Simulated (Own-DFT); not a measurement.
# Reading a pressure off an energy slope: alpha-quartz SiO2, 70 atoms (O46Si24), with two O vacancies

All values are computed. Each geometry was run twice at fixed positions with Own-DFT, a retired in-house plane-wave program that no person has reviewed: with PBE, and with HSE06 (exact exchange share 0.25 at short range, screening 0.11 per bohr, Gygi-Baldereschi treatment of its divergence). Both used PseudoDojo norm-conserving files made for PBE, a cutoff of 48 hartree, the Gamma point alone, fixed occupations, a neutral cell and no spin. One k point on a cell 8.5 Å thick isn't converged, and results move with the size of the cell. The oxygen file's force components were 24 meV/Å off all-electron values in a glass.

Unstrained cell vectors in Å: (9.827, 0.000, 0.000); (-4.913, 8.510, 0.000); (0.000, 0.000, 10.810), volume V0 = 904.1 Å³, from measured lattice constants. Each geometry has its own random strain of a few per cent, its own defect sites and random moves of rms u per axis. HSE06 gave the energy alone. D is its energy less that of PBE, over the lowest D shown. The PBE stress wasn't checked against mesh or cutoff.

```
run,V - V0 (Å³),u (Å),P with PBE (GPa),D (eV)
1,11.4,0.0303,5.88,0.868
2,7.4,0.0314,7.40,0.802
3,-10.7,0.0313,11.01,0.269
4,3.9,0.0315,7.33,0.730
5,13.8,0.0282,4.59,0.904
6,51.2,0.0293,-1.95,1.898
7,3.2,0.0292,6.96,0.636
8,-23.2,0.0263,13.24,0.000
9,7.1,0.0295,6.00,0.818
10,20.0,0.0305,2.37,1.174
11,-12.7,0.0335,10.88,0.365
12,-7.7,0.0292,9.68,0.446
13,3.5,0.0309,6.88,0.716
14,-14.8,0.0309,10.94,?
```

## Worked fit

D = 0.61 + 0.0253 (V - V0) eV, with an error of 0.0007 on the volume slope and a scatter of 0.05 eV. Pressure is -dE/dV, and 1 eV/Å³ is 160.2 GPa, so HSE06 changes the pressure by -4.1 ± 0.1 GPa. Turning this into a change of volume would need the relaxed stiffness: quartz yields by tilting its tetrahedra, which these fixed-ion runs don't allow.

## Prediction

Question: what D should run 14 give?

From the fit: 0.24 eV, with rows scattering by 0.05. Computed: 0.258 eV.
